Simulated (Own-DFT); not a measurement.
Hf₃₆O₇₁ (tetragonal hafnia with one neutral oxygen vacancy, atoms displaced) (calculated)

All values are calculated (Own-DFT development build). A calculation, not a measurement: plane-wave PBE and HSE06 DFT by an unreviewed code, no spin, of a simulated cell at Gamma alone, so results move with cell size and shape, stress positive in tension, energies less offsets, not probed for a lower state with spin; hafnium file: forces about 75 meV/angstrom off all-electron values; oxygen file: force components 24 meV/angstrom off all-electron in a glass; k mesh not checked against a denser one; forces and stress are PBE's, HSE06 gives the energy alone, and its difference from PBE has offsets of its own; offsets are fitted by least squares, one for each functional and potential file, so energies compare only between cells with the same atoms and settings and are not formation energies; the far tail of each file's local potential was reset to the Coulomb form; each entry is a single point on an unrelaxed cell, so the pressure reflects the starting lattice, taken from the Materials Project, from which strain is counted, and rises with the displacements; printed positions are rounded, which can move forces by about a meV/angstrom; the program is a retired in-house code; no spin-orbit coupling.

Common to all runs: first functional PBE; second functional HSE06; exact exchange share 0.25; screening 0.11 1/bohr; exchange divergence Gygi-Baldereschi; potential files PseudoDojo norm-conserving, scalar-relativistic, made for PBE, standard set; wave cutoff 48 hartree; occupations fixed; k mesh 1 x 1 x 1 centred on Gamma.

(1) 
```xyz
107
Lattice="10.7800 0.0000 0.0000 0.0000 10.7800 0.0000 0.0000 0.0000 10.4493" Properties=species:S:1:pos:R:3 formula=Hf36O71
Hf    10.6731    10.7161    10.3643
Hf     1.7666     1.7954     2.6507
O      0.0115     1.6782     1.6097
O      1.7756    10.7679     3.7130
O     10.6941     1.7435     4.0535
O      1.7827     0.0830     0.9935
Hf    10.7338     0.0935     5.3501
Hf     1.7591     1.6136     7.7806
O     10.6458     1.8099     6.9823
O      1.8883    10.7300     9.0213
O     10.7304     1.6581     9.3838
O      1.8384     0.0204     6.2767
Hf     0.0105     3.7334     0.0229
Hf     1.8458     5.4739     2.5340
O      0.0277     5.5210     1.5239
O      1.8060     3.5412     3.7145
O      0.0882     5.3096     4.2576
O      1.7640     3.6325     1.0318
Hf     0.0115     3.6289     5.2973
Hf     1.7635     5.3853     7.8046
O     10.7185     5.3981     6.7991
O      1.8488     3.5781     8.9352
O      0.0760     5.2729     9.2989
O      1.8443     3.6766     6.2665
Hf    10.7388     7.1747     0.0078
Hf     1.7225     8.9409     2.7720
O      0.0510     8.9222     1.6029
O      1.7106     7.0291     3.6818
O     10.7150     8.9433     4.2834
O      1.7267     7.2180     0.8699
Hf     0.0600     7.0831     5.3079
Hf     1.8998     8.8822     7.8371
O     10.7541     8.9172     6.8500
O      1.9265     7.1456     8.7519
O     10.7272     9.0957     9.4635
O      1.8999     7.1511     6.3249
Hf     3.6791    10.6228    10.3708
Hf     5.4612     1.8427     2.5832
O      3.4860     1.9036     1.5793
O      5.4948     0.0584     3.6188
O      3.6062     1.9071     4.1982
O      5.4760    10.6152     1.0095
Hf     3.5747    10.6819     5.0588
Hf     5.2789     1.7148     7.8981
O      3.4917     1.7573     6.7675
O      5.4041     0.1617     8.8033
O      3.5668     1.8887     9.4969
O      5.4475     0.0458     6.3340
Hf     3.4749     3.5710    10.3825
Hf     5.4772     5.3882     2.8123
O      3.5620     5.3828     1.5155
O      5.4727     3.6631     3.6865
O      3.7350     5.3039     4.2592
O      5.5173     3.5839     0.8578
Hf     3.6216     3.5600     5.2934
Hf     5.3594     5.3441     7.8005
O      3.5308     5.3666     6.8782
O      5.5292     3.3990     8.8435
O      3.5561     5.4509     9.3110
O      5.2752     3.5572     6.1714
Hf     3.5728     7.2450     0.0145
Hf     5.3631     9.0395     2.6533
O      3.5784     9.0713     1.5657
O      5.4314     7.1244     3.6231
O      3.5058     8.9394     4.1052
O      5.4248     7.1777     1.0049
Hf     3.5139     7.2086     5.2965
Hf     5.3402     9.0115     7.8255
O      3.5584     9.0190     6.8300
O      5.5060     7.2344     8.8296
O      3.5661     8.9704     9.5244
O      5.3827     7.2326     6.2380
Hf     7.2454     0.0169    10.2635
Hf     9.0500     1.8925     2.7083
O      7.1336     1.8328     1.4170
O      7.2449     1.8008     4.2018
O      9.0796     0.0200     1.0322
Hf     7.2721     0.0269     5.2726
Hf     9.0670     1.8447     7.8885
O      7.1978     1.7876     6.8877
O      8.8970    10.7419     8.7825
O      7.1845     1.8320     9.3380
O      8.9431     0.0199     6.2891
Hf     7.1112     3.6417    10.4064
Hf     9.0499     5.5638     2.6554
O      7.3246     5.6301     1.6330
O      9.1111     3.4587     3.5932
O      7.0803     5.4612     4.1545
O      9.0702     3.6725     0.8736
Hf     7.2355     3.6433     5.2808
Hf     8.9410     5.2735     7.8476
O      7.2014     5.3919     6.9102
O      9.0011     3.5637     8.7742
O      7.1383     5.4371     9.5523
O      9.0018     3.6159     6.2595
Hf     7.1085     7.1513    10.3266
Hf     9.1059     8.9908     2.6077
O      7.0571     8.8563     1.5001
O      8.9964     7.1894     3.6276
O      7.1471     8.9016     4.2240
O      8.9456     7.0770     0.9603
Hf     7.0815     7.0968     5.1040
Hf     8.8776     9.0265     7.7847
O      7.1750     8.8733     6.8564
O      8.9522     7.0175     8.8497
O      7.1018     9.1348     9.5306
O      9.0433     7.1957     6.0868
```

(2) 
```xyz
107
Lattice="10.7800 0.0000 0.0000 0.0000 10.7800 0.0000 0.0000 0.0000 10.4493" Properties=species:S:1:pos:R:3 formula=Hf36O71
Hf    10.7563    10.7761     0.0369
Hf     1.7621     1.8270     2.6103
O      0.0044     1.8465     1.5474
O      1.7669     0.0377     3.6642
O      0.0351     1.8185     4.1874
O      1.7616    10.7346     1.0406
Hf     0.0221    10.7330     5.2329
Hf     1.7930     1.8119     7.8764
O     10.7731     1.8189     6.7812
O      1.8157     0.0299     8.8860
O     10.7778     1.8778     9.4722
O      1.8444    10.7259     6.1906
Hf     0.0212     3.6353    10.4174
Hf     1.7835     5.4354     2.5827
O     10.7662     5.3949     1.6156
O      1.8109     3.6221     3.6380
O      0.0032     5.3523     4.2365
O      1.7702     3.6174     1.0634
Hf    10.7791     3.6261     5.2261
Hf     1.8071     5.3569     7.8280
O      0.0418     5.4320     6.8638
O      1.8489     3.6217     8.9086
O      0.0901     5.4599     9.4119
O      1.8075     3.5512     6.2446
Hf     0.0350     7.1495    10.4336
Hf     1.7845     8.9419     2.6337
O     10.7691     8.9598     1.6058
O      1.7854     7.1696     3.6379
O     10.7498     8.9533     4.2058
O      1.7819     7.1613     1.0607
Hf     0.0204     7.2025     5.1893
Hf     1.7837     8.9440     7.8547
O     10.7712     8.9766     6.8880
O      1.8521     7.1860     8.8415
O      0.0259     9.0447     9.3942
O      1.8020     7.1889     6.2203
Hf     3.5656    10.7228     0.0330
Hf     5.4070     1.8345     2.6006
O      3.6213     1.7683     1.5737
O      5.4521    10.7498     3.6178
O      3.6293     1.7843     4.2207
O      5.3540    10.7708     0.9915
Hf     3.6136     0.0093     5.1963
Hf     5.3967     1.8152     7.8535
O      3.5872     1.7649     6.8034
O      5.3908    10.7373     8.8624
O      3.5603     1.8092     9.4283
O      5.4159    10.7440     6.2076
Hf     3.6089     3.6171    10.4221
Hf     5.4026     5.4231     2.6458
O      3.6337     5.4359     1.5305
O      3.5777     5.3894     4.1816
O      5.4072     3.6148     1.0607
Hf     3.6045     3.5699     5.2751
Hf     5.4177     5.4116     7.8636
O      3.6227     5.3947     6.8640
O      5.3783     3.6163     8.8512
O      3.5629     5.4048     9.4435
O      5.4068     3.5854     6.2879
Hf     3.6033     7.1818     0.0275
Hf     5.4120     8.9671     2.5320
O      3.5790     8.9896     1.5589
O      5.4035     7.2004     3.5762
O      3.6334     9.0154     4.2110
O      5.3692     7.1507     1.0014
Hf     3.6063     7.1832     5.2526
Hf     5.4263     8.9784     7.8319
O      3.6222     8.9552     6.8011
O      5.3436     7.2458     8.8632
O      3.5599     8.9553     9.4386
O      5.3965     7.2176     6.2434
Hf     7.1695    10.7377     0.0225
Hf     8.9468     1.7531     2.5990
O      7.2125     1.8259     1.6134
O      8.9703    10.7045     3.5952
O      7.1832     1.8494     4.2026
O      9.0122    10.7759     1.0599
Hf     7.2109    10.7648     5.2250
Hf     8.9555     1.7809     7.8163
O      7.1843     1.8166     6.8424
O      8.9857    10.7634     8.8681
O      7.2074     1.8422     9.4040
O      8.9876     0.0282     6.3586
Hf     7.1863     3.6037     0.0146
Hf     8.9387     5.3513     2.6379
O      7.1438     5.3467     1.5863
O      8.9967     3.5947     3.6243
O      7.1503     5.3952     4.1952
O      9.0038     3.6055     1.0431
Hf     7.1835     3.6075     5.2580
Hf     9.0088     5.3572     7.7967
O      7.1864     5.4041     6.8351
O      8.9476     3.6107     8.8253
O      7.1895     5.3753     9.4424
O      9.0420     3.6025     6.2818
Hf     7.1626     7.1615    10.4409
Hf     8.9031     8.9859     2.5533
O      7.1513     8.9802     1.6050
O      8.9612     7.2093     3.6407
O      7.2062     8.9901     4.1995
O      8.9715     7.1811     1.0400
Hf     7.1751     7.2274     5.1991
Hf     8.9440     9.0159     7.8071
O      7.2209     8.9957     6.8091
O      9.0459     7.2572     8.8993
O      7.2038     8.9722     9.4158
O      8.9960     7.1931     6.2513
```

**Q.** Estimate the PBE pressure of Hf₃₆O₇₁ (tetragonal hafnia with one neutral oxygen vacancy, atoms displaced) (entry 1).
**A.** 6.42 GPa

**Q.** Estimate the PBE stress yy of Hf₃₆O₇₁ (tetragonal hafnia with one neutral oxygen vacancy, atoms displaced) (entry 1).
**A.** -8.72 GPa

**Q.** Give the missing PBE stress xx for Hf₃₆O₇₁ (tetragonal hafnia with one neutral oxygen vacancy, atoms displaced) (entry 2).
**A.** -0.64 GPa

Further results for Hf₃₆O₇₁ (tetragonal hafnia with one neutral oxygen vacancy, atoms displaced) (entry 1):

```
PBE energy of cell above offsets : -86.359 eV
HSE06 less PBE above offsets     : 0.571 eV
PBE stress xx                    : -4.56 GPa
PBE stress zz                    : -5.98 GPa
PBE stress yz                    : -1.75 GPa
PBE stress xz                    : 1.03 GPa
PBE stress xy                    : 0 GPa
```

Force:
```
element  x (eV/Å)  y (eV/Å)  z (eV/Å)
     Hf     2.942     3.668     3.146
     Hf    -0.029     0.062    -1.875
      O    -0.362     1.376      0.42
      O     0.593    -0.612      0.38
      O     0.545    -0.402     3.513
      O     0.468    -1.112     0.299
     Hf     0.031    -1.497    -1.985
     Hf     1.111     1.243     2.858
      O     5.403    -0.445     -4.93
      O     0.306    -0.425    -3.024
      O     0.008     1.834    -0.198
      O    -0.977    -0.172    -0.163
     Hf     1.039    -3.133    -0.256
     Hf     0.328    -4.152    -0.672
      O     0.203    -0.188     0.546
      O    -0.647     1.241    -0.776
      O    -1.109     0.655    -0.482
      O    -0.646     0.448     0.662
     Hf      1.63    -0.321    -1.554
     Hf     0.199    -2.448     1.523
      O     0.667     0.008    -0.461
      O    -0.353     -0.45    -1.459
      O    -0.233     2.831     0.302
      O    -2.094     -0.46     0.567
     Hf    -1.865     -0.03    -1.184
     Hf      0.21     1.596    -2.315
      O    -0.285    -0.516     0.532
      O     0.801     2.822     0.677
      O     0.677     0.772    -0.503
      O     1.663    -0.096     1.537
     Hf    -1.505     0.853    -0.122
     Hf    -3.481     1.798      1.23
      O     1.066     0.398      0.44
      O    -0.821     1.227     1.092
      O     0.038    -4.955     -1.76
      O    -1.976     0.482    -0.251
     Hf    -1.854     5.147     4.394
     Hf    -0.682     0.454    -1.433
      O     2.524     0.083     0.791
      O    -1.304     -0.48     0.695
      O     0.494    -3.117    -0.158
      O    -1.104     1.077    -0.503
     Hf     0.681     3.949     1.637
     Hf     0.743     3.989    -3.798
      O      0.56     0.019     0.607
      O    -0.759    -6.275     3.128
      O     0.571    -3.172    -1.772
      O    -1.135    -1.293    -1.516
     Hf     0.429     1.332     1.401
     Hf    -1.054     0.086    -4.863
      O     0.524     0.616     0.992
      O      0.73    -2.558    -0.356
      O    -0.679      2.38    -0.064
      O    -4.162     0.702     2.879
     Hf     -2.81    -0.084    -1.763
     Hf     -1.07    -0.564     1.649
      O     1.916     0.558    -1.181
      O    -0.721      4.39    -0.778
      O     1.259    -0.344     0.996
      O     4.254     0.909     2.023
     Hf     1.404    -3.163     1.226
     Hf     2.452    -0.571    -2.907
      O    -0.876    -0.924     0.932
      O    -0.773     2.525     1.097
      O     0.389    -0.936     0.884
      O    -2.427    -0.343    -0.559
     Hf     2.779    -2.417    -1.425
     Hf     2.235     0.157    -0.268
      O     1.286    -0.193    -1.286
      O    -0.804    -0.161    -0.842
      O     0.778    -1.892    -3.758
      O    -1.342    -0.348     0.106
     Hf      0.33     4.371     4.607
     Hf    -0.422    -5.094    -4.327
      O     0.866    -0.098     2.139
      O     0.175     0.515     0.362
      O    -2.662    -1.342     0.588
     Hf    -2.085     0.139    -0.971
     Hf    -5.857    -1.167     2.463
      O    -0.009     0.597     -1.49
      O     0.088     0.284     0.485
      O     0.891    -0.572     0.589
      O     1.262    -0.662    -0.095
     Hf     2.945    -2.481    -0.552
     Hf     -0.48    -2.349    -2.853
      O    -1.651    -1.675     1.206
      O    -0.921     6.472     2.513
      O     1.892    -3.388     0.455
      O    -1.588    -0.101     1.395
     Hf     -1.68    -2.196      -0.1
     Hf     1.285      1.59     0.175
      O    -1.246    -0.449    -1.691
      O     0.034     1.037     1.182
      O    -0.357    -2.499    -2.727
      O    -0.418     0.109    -0.555
     Hf      0.42     2.756      3.55
     Hf    -2.585     0.926     -0.38
      O     2.411     0.387     2.307
      O     0.337     0.895     0.201
      O     0.152     1.388     0.148
      O     1.923     1.348     0.054
     Hf     1.555     3.859     2.475
     Hf     1.969      -2.1     0.559
      O    -1.024     0.546    -0.054
      O     0.215     2.428    -0.423
      O    -0.113     -4.59    -3.739
      O    -1.652    -0.316     0.538
```

Further results for Hf₃₆O₇₁ (tetragonal hafnia with one neutral oxygen vacancy, atoms displaced) (entry 2):

```
PBE energy of cell above offsets : -100.930 eV
HSE06 less PBE above offsets     : -0.145 eV
PBE pressure                     : 0.64 GPa
PBE stress yy                    : -0.09 GPa
PBE stress zz                    : -1.19 GPa
PBE stress yz                    : -0.07 GPa
PBE stress xz                    : -0.33 GPa
PBE stress xy                    : -0.02 GPa
```

Force:
```
element  x (eV/Å)  y (eV/Å)  z (eV/Å)
     Hf     0.891      0.14    -0.841
     Hf     0.107     0.259     0.029
      O    -0.416    -0.447     0.662
      O     0.021    -0.836    -0.579
      O    -0.474    -0.548     0.218
      O     0.262     0.143     0.092
     Hf     0.603     1.023     0.093
     Hf    -0.019    -0.372     -0.21
      O     0.352    -0.431     0.764
      O    -0.073    -0.157     -0.54
      O     0.018    -1.074    -0.744
      O    -0.977     0.022     0.565
     Hf     -0.11    -0.154      1.13
     Hf     0.661     -1.33    -0.085
      O    -0.332     0.275    -0.121
      O     0.086    -0.193     -0.07
      O    -0.157     1.278    -0.323
      O     0.746     0.086    -0.621
     Hf     0.608    -1.417    -0.279
     Hf     0.433     0.711     0.498
      O    -0.425    -0.351    -0.569
      O    -0.329    -0.328    -0.449
      O    -0.378    -1.377    -0.129
      O    -0.119     0.518      0.49
     Hf    -1.103      1.75     0.199
     Hf    -0.192     1.233    -0.249
      O    -0.084     0.089     0.115
      O    -0.024     0.422     0.262
      O     0.476     0.495     0.134
      O     0.367     0.175    -0.184
     Hf     -0.59    -0.508      0.65
     Hf     0.557     0.919       0.1
      O     0.123     0.128    -1.217
      O    -0.352     -0.32     0.149
      O     0.441    -0.794     0.952
      O     0.095     0.067     0.055
     Hf    -0.807     0.672    -0.748
     Hf    -0.733     0.133     0.654
      O    -0.386     0.166     0.502
      O     0.136     0.483    -0.654
      O     0.531     0.852    -0.364
      O     1.174    -0.226     0.164
     Hf     0.071     -0.36     0.322
     Hf    -0.519    -0.577     0.115
      O     0.344     0.256     0.423
      O     0.249     0.824    -0.093
      O     0.485    -0.159     0.062
      O     0.316     0.284     0.284
     Hf     -0.46    -0.314     0.836
     Hf    -0.716    -1.403    -0.305
      O    -0.519    -0.206     0.883
      O     0.712    -0.108     0.561
      O    -0.275    -0.498    -0.087
     Hf    -0.206     0.074    -0.945
     Hf      -0.3     0.229    -0.014
      O     0.037    -0.028    -0.565
      O    -0.092    -0.101     0.349
      O     0.454     -0.04    -0.211
      O    -0.089     0.014    -0.605
     Hf    -0.734    -0.158    -0.556
     Hf    -1.752     0.792     1.516
      O      0.07    -0.208     0.405
      O      0.12     0.391      0.56
      O     -0.42    -1.015    -0.426
      O     0.946     0.587     0.186
     Hf    -0.168     0.616    -0.233
     Hf    -1.005     0.478    -0.503
      O    -0.118    -0.092     0.532
      O     0.529    -1.137     0.138
      O     0.026     0.493     0.049
      O     0.396    -0.309    -0.145
     Hf     0.045     0.785    -1.028
     Hf     1.471     0.785     0.401
      O    -0.637    -0.453    -0.564
      O    -0.106     1.354     0.856
      O    -0.049    -0.562     0.271
      O    -1.285    -0.061    -0.136
     Hf      -0.5     0.351    -0.142
     Hf     0.852    -0.062     0.534
      O    -0.195     0.036    -0.524
      O     -0.26     0.743     0.547
      O    -0.358    -1.041      0.67
      O    -0.055    -0.087    -1.505
     Hf     0.496    -0.127     0.301
     Hf     0.398     0.523    -0.534
      O     0.636     0.423     0.147
      O    -0.196    -0.355      0.37
      O     -0.15     -0.17     0.248
      O    -0.431     0.193    -0.566
     Hf     0.188     0.008    -0.273
     Hf    -0.077     1.183     0.505
      O     0.134    -0.119    -0.174
      O     0.367     0.278     0.322
      O    -0.243     0.685    -0.214
      O     -0.94     0.422    -0.289
     Hf     1.036    -0.092    -0.134
     Hf     1.834    -1.176     0.667
      O     0.312      0.23    -1.349
      O    -0.115    -0.605    -0.208
      O     -0.07    -0.104    -0.068
      O    -0.438    -0.019    -0.428
     Hf     0.815    -0.348     0.293
     Hf     1.305    -0.635     1.103
      O    -0.842    -0.104    -0.602
      O    -0.434    -1.267    -0.538
      O    -0.207     0.067     0.461
      O    -0.292    -0.171    -0.452
```
